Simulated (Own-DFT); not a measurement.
# Which defects push the lattice out? L1_0 TiAl

Everything here is calculated. The program is Own-DFT (plane waves, in-house, since retired, never reviewed by a person); positions were held fixed, and spin and spin-orbit coupling were off.

Method: PBE; PseudoDojo norm-conserving scalar-relativistic files; cutoff 42 hartree; 4 x 4 x 4 k mesh centred on Gamma; cold (Marzari-Vanderbilt) smearing of 0.2 eV.

Limits: forces on such cells failed a check on a denser k mesh; stress not checked against mesh or cutoff.

All runs share one cell, with vectors in Å (5.622, 5.622, 0.000); (-5.622, 5.622, 0.000); (0.000, 0.000, 8.133) and a volume of 514.0 Å³. Atoms were moved at random from their sites; u is the rms move along one axis. The defect's site can differ from row to row.

| cell | formula | u (Å) | P (GPa) |
|---|---|---|---|
| no defect | Al16Ti16 | 0.0212 | 1.19 |
| no defect | Al16Ti16 | 0.0472 | 1.64 |
| no defect | Al16Ti16 | 0.0478 | 1.64 |
| one Ti vacancy | Al16Ti15 | 0.0293 | 0.46 |
| one Ti vacancy | Al16Ti15 | 0.0296 | 0.48 |
| one Ti vacancy | Al16Ti15 | 0.0319 | 0.46 |
| two Al vacancies | Al14Ti16 | 0.0294 | -0.74 |
| two Al vacancies | Al14Ti16 | 0.0299 | ? |
| two Al vacancies | Al14Ti16 | 0.0450 | -0.36 |
| two Al vacancies | Al14Ti16 | 0.0521 | -0.09 |

## Fit

P = P0 + c u² + a shift for each defect gives P0 = 1.00 GPa, c = 293 ± 25 GPa/Å² and a scatter of 0.05 GPa. The shifts, and each times the cell's volume:

- one Ti vacancy: -0.80 ± 0.04 GPa, -2.6 eV
- two Al vacancies: -1.94 ± 0.04 GPa, -6.2 eV (-3.1 eV for each of its 2 sites)

A positive shift means that the defect pushes the cell outwards. Shift times volume (160.2 GPa Å³ is 1 eV) depends little on the cell's size, so, taken for each site, it can be compared between cells at like pressure. The atoms around the defects weren't relaxed, which would change these numbers.

## The run left out

Question: what pressure belongs in the blank (two Al vacancies, u = 0.0299 Å)?

The fit gives -0.68 ± 0.06 GPa. The hidden result is -0.60 GPa.
